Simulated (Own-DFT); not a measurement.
# Energy and forces against displacement in a stack of Si and Ge or SiGe layers, 96 atoms (Ge48Si48)

These are calculations, not measurements. The program, named Own-DFT, is a retired in-house plane-wave density functional code that no person has reviewed. Each row is one single-point run on a periodic cell that was not relaxed, without spin or spin-orbit coupling.

Settings of every run: PBE; PseudoDojo norm-conserving scalar-relativistic files; cutoff 42 hartree; 3 x 3 x 2 k mesh centred on Gamma; Fermi-Dirac smearing of 0.1 eV.

Known limits: forces on such cells moved up to 12 meV/angstrom on a denser k mesh; stress not checked against mesh or cutoff.

Cell vectors in Å: (10.862, 0.000, 0.000); (0.000, 10.862, 0.000); (0.000, 0.000, 16.293). In each run every atom was moved at random and independently from its ideal site; u is the rms move along one axis. The random placing of the alloy's atoms differs from row to row. E is the free energy for each atom above the fitted value at u = 0, and F the rms of the force components.

```
run,u (Å),E (meV/atom),F (eV/Å),largest force (eV/Å),P (GPa)
1,0.0285,15.5,0.523,1.95,9.11
2,0.0293,18.6,0.568,2.06,9.14
3,0.0568,70.9,1.043,3.90,9.84
4,0.0625,77.6,1.133,4.08,9.91
5,0.1010,?,?,?,?
6,0.1060,225.1,1.942,6.99,11.70
```

## Worked fit

For small independent moves the energy grows as E = (3/2) K u², with K the mean stiffness felt by one atom. The runs with u up to 0.11 Å give K = 13.7 ± 0.6 eV/Å², with residuals divided by u² + 0.0006 Å², since the noise grows with the moves. The scatter is 3.2 meV/atom at u = 0.05 Å. The forces follow F = G u with G = 18.5 eV/Å²; no force at u = 0 is resolved. G exceeds K because the moves of its neighbours add to the force on an atom, and stiffness differs between atoms. The pressure follows P = 8.95 + 246 u² GPa: at fixed volume, shortened bonds push harder than stretched ones pull.

## Withheld run

Question: what energy and rms force should run 5 give?

The fit gives 209 ± 14 meV/atom and about 1.87 eV/Å. The calculation gave 255.3 meV/atom and 2.357 eV/Å. This run lies off the fit, by chance or by something that the fit leaves out.
